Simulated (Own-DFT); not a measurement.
# How strain changes the stress of wurtzite AlN, 128 atoms (Al64N64)

Source: density functional calculations with Own-DFT, an unreviewed in-house program that is no longer used. Nothing was measured or relaxed, and spin and spin-orbit coupling are left out.

Method: PBE; PseudoDojo norm-conserving scalar-relativistic files; cutoff 42 hartree; 2 x 2 x 2 k mesh centred on Gamma; Fermi-Dirac smearing of 0.1 eV.

Known weak points: forces on such cells passed a denser k mesh, each cell not checked; stress not checked against mesh or cutoff.

Unstrained cell vectors in Å: (12.448, 0.000, 0.000); (-6.224, 10.780, 0.000); (0.000, 0.000, 9.964). The unstrained cell has measured lattice constants (interpolated for alloys), not those of this functional. That, the random moves and any unrelaxed bonds set the pressure at no strain. Each run strains this cell uniformly, with the atoms carried along. Each atom got a random Gaussian move of width 0.05 Å along each axis. Stress is counted positive in tension, P = -(s_xx + s_yy + s_zz)/3, and strain components are those of the symmetric tensor.

| run | e_xx (%) | e_yy (%) | e_zz (%) | e_yz (%) | e_xz (%) | e_xy (%) | s_xx (GPa) | s_yy (GPa) | s_zz (GPa) | s_yz (GPa) | s_xz (GPa) | s_xy (GPa) | P (GPa) | E (meV/atom) |
|---|---|---|---|---|---|---|---|---|---|---|---|---|---|---|
| 1 | -1.53 | -0.36 | 1.03 | 0.81 | 1.49 | -1.70 | -15.08 | -8.20 | -1.53 | 1.62 | 4.00 | -6.38 | 8.27 | 27.5 |
| 2 | 0.07 | 0.03 | 1.53 | 0.31 | -0.27 | 0.23 | -4.66 | -4.75 | 1.57 | 0.39 | 0.04 | 1.09 | 2.61 | 3.2 |
| 3 | -0.80 | 1.41 | -0.39 | -1.29 | 0.64 | -0.51 | -10.19 | 0.17 | -5.64 | -4.02 | 2.85 | -1.05 | 5.22 | 0.0 |
| 4 | 0.31 | 0.12 | 1.86 | -1.33 | -1.01 | -0.73 | -3.86 | -3.27 | 2.33 | -3.19 | -3.31 | -2.94 | 1.60 | 8.6 |
| 5 | -1.37 | -0.07 | -1.22 | 1.51 | -1.50 | -0.94 | -13.96 | -7.79 | -14.06 | 3.94 | -4.26 | -4.29 | 11.94 | 25.5 |
| 6 | -0.59 | -0.51 | 1.22 | 0.17 | 1.75 | 1.35 | -8.21 | -8.02 | -0.67 | 0.61 | 4.50 | 4.26 | 5.63 | 6.7 |
| 7 | -1.01 | 0.98 | 1.25 | 0.40 | 1.19 | -1.91 | -6.32 | -2.85 | -1.02 | 1.23 | 2.75 | -5.52 | 3.40 | 9.7 |
| 8 | -1.51 | 1.87 | -0.48 | 1.89 | 1.57 | 0.29 | -10.52 | 0.26 | -8.44 | 4.84 | 4.06 | 1.20 | 6.23 | 14.2 |
| 9 | 1.65 | 1.70 | -1.79 | 1.32 | 0.88 | -0.49 | 1.51 | 3.46 | -12.46 | 3.87 | 2.46 | -2.30 | 2.50 | 5.8 |
| 10 | 1.33 | -1.31 | -1.99 | 1.31 | 1.26 | 0.30 | -1.49 | -11.93 | -18.17 | 3.78 | 2.73 | -0.29 | 10.53 | 27.6 |
| 11 | -1.42 | -1.87 | 0.43 | -1.36 | 1.79 | 1.30 | -15.54 | -18.03 | -4.46 | -2.95 | 3.73 | 5.48 | 12.68 | 35.3 |
| 12 | -0.93 | 1.29 | 0.89 | -1.48 | -1.71 | 0.29 | -8.80 | -0.57 | -0.18 | -3.97 | -4.34 | 1.57 | 3.18 | 0.8 |
| 13 | -0.26 | -1.54 | -0.49 | -1.39 | -1.61 | -0.64 | -10.35 | -12.88 | -9.35 | -3.81 | -4.62 | -2.62 | 10.86 | 18.8 |
| 14 | -0.26 | 0.23 | -1.56 | -0.69 | -0.68 | -0.77 | -8.10 | -4.78 | -14.96 | -2.20 | -1.64 | -2.54 | 9.28 | 12.0 |
| 15 | -0.23 | 1.07 | 1.05 | 0.83 | -1.65 | -0.84 | -5.26 | -0.45 | -0.33 | 1.70 | -4.08 | -3.24 | 2.02 | 2.0 |
| 16 | -1.55 | -0.83 | -1.85 | -1.81 | 0.59 | -1.94 | -18.68 | -12.76 | -16.62 | -4.38 | 1.75 | -8.28 | 16.02 | 55.9 |
| 17 | -0.34 | 0.37 | -0.86 | -0.38 | -1.38 | 0.80 | ? | ? | ? | ? | ? | ? | ? | ? |

The last column gives the free energy per atom over the lowest of the runs shown.

## Fit

Regress every stress component on the fractional strains (shears doubled) of the visible runs, with a constant. Shear strains stay in the fit of a normal stress only where such slopes are resolved. The slopes, in GPa:

| stress | at no strain | per e_xx | per e_yy | per e_zz | scatter |
|---|---|---|---|---|---|
| s_xx | -6.3 | 510 ± 37 | 135 ± 30 | 93 ± 27 | 1.37 |
| s_yy | -5.7 | 136 ± 23 | 479 ± 19 | 47 ± 17 | 0.84 |
| s_zz | -6.3 | 23 ± 30 | 77 ± 25 | 506 ± 22 | 1.12 |

The slope of each shear stress on twice its own strain, from a fit on all six strains: yz 129 ± 5, xz 132 ± 6, xy 184 ± 10 GPa. These are stiffnesses along x, y and z of the frame in which the cell vectors are given, with the crystal's c axis along z: C11, C12, C13 and C33. Hexagonal symmetry asks that xx and yy behave alike, which is a second check on the noise. These are clamped-ion slopes: internal relaxation, where symmetry allows it, would soften some. Slopes across the diagonal should nearly agree, so their difference gauges the noise. A ninth of the table's sum, 223 ± 4 GPa, estimates the bulk modulus near the mean pressure of these runs, 7.0 GPa, so it lies above the value at zero pressure.

## Prediction

Q: what normal stresses and pressure should run 17 give?

Estimate: s_xx = -8.3, s_yy = -4.8, s_zz = -10.5 and P = 7.9 GPa. The run itself gave -6.12, -6.16, -10.36 and P = 7.54 GPa.
